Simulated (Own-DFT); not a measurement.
# One host, several defects: grey tin

Everything here is calculated. The program is Own-DFT (plane waves, in-house, since retired, never reviewed by a person); positions were held fixed, and spin and spin-orbit coupling were off.

Method: PBE; PseudoDojo norm-conserving scalar-relativistic files; cutoff 42 hartree; 3 x 3 x 3 k mesh centred on Gamma; cold (Marzari-Vanderbilt) smearing of 0.2 eV.

Keep in mind (not all hold for every row): not probed for a lower state with spin; forces on such cells moved up to 12 meV/angstrom on a denser k mesh; stress not checked against mesh or cutoff.

All runs share one cell, with vectors in Å (12.978, 0.000, 0.000); (0.000, 12.978, 0.000); (0.000, 0.000, 12.978) and a volume of 2185.9 Å³. u is the rms random offset of the atoms per axis. The defect's site can differ from row to row.

```
            cell  formula   u (Å)  P (GPa)
       no defect     Sn64  0.0193     3.38
       no defect     Sn64  0.0489     3.65
       no defect     Sn64  0.0508     3.61
  one Sn vacancy     Sn63  0.0266     3.21
  one Sn vacancy     Sn63  0.0337     3.31
  one Sn vacancy     Sn63  0.0469        ?
  one Sn vacancy     Sn63  0.0489     3.30
two Sn vacancies     Sn62  0.0297     3.08
two Sn vacancies     Sn62  0.0309     3.17
two Sn vacancies     Sn62  0.0470     3.20
```

## Analysis

P = P0 + c u² + a shift for each defect gives P0 = 3.39 GPa, c = 86 ± 24 GPa/Å² and a scatter of 0.06 GPa. The shifts, and each times the cell's volume:

- one Sn vacancy: -0.24 ± 0.05 GPa, -3.3 eV
- two Sn vacancies: -0.36 ± 0.05 GPa, -4.9 eV (-2.4 eV for each of its 2 sites)

Against the defect-free cell, a freed cell would be larger where the shift is positive and smaller where it is negative (160.2 GPa Å³ is 1 eV). The atoms around the defects weren't relaxed, which would change these numbers.

## Check

The question: what pressure belongs in the blank (one Sn vacancy, u = 0.0469 Å)?

From the fit: 3.34 ± 0.07 GPa. The hidden result is 3.34 GPa.
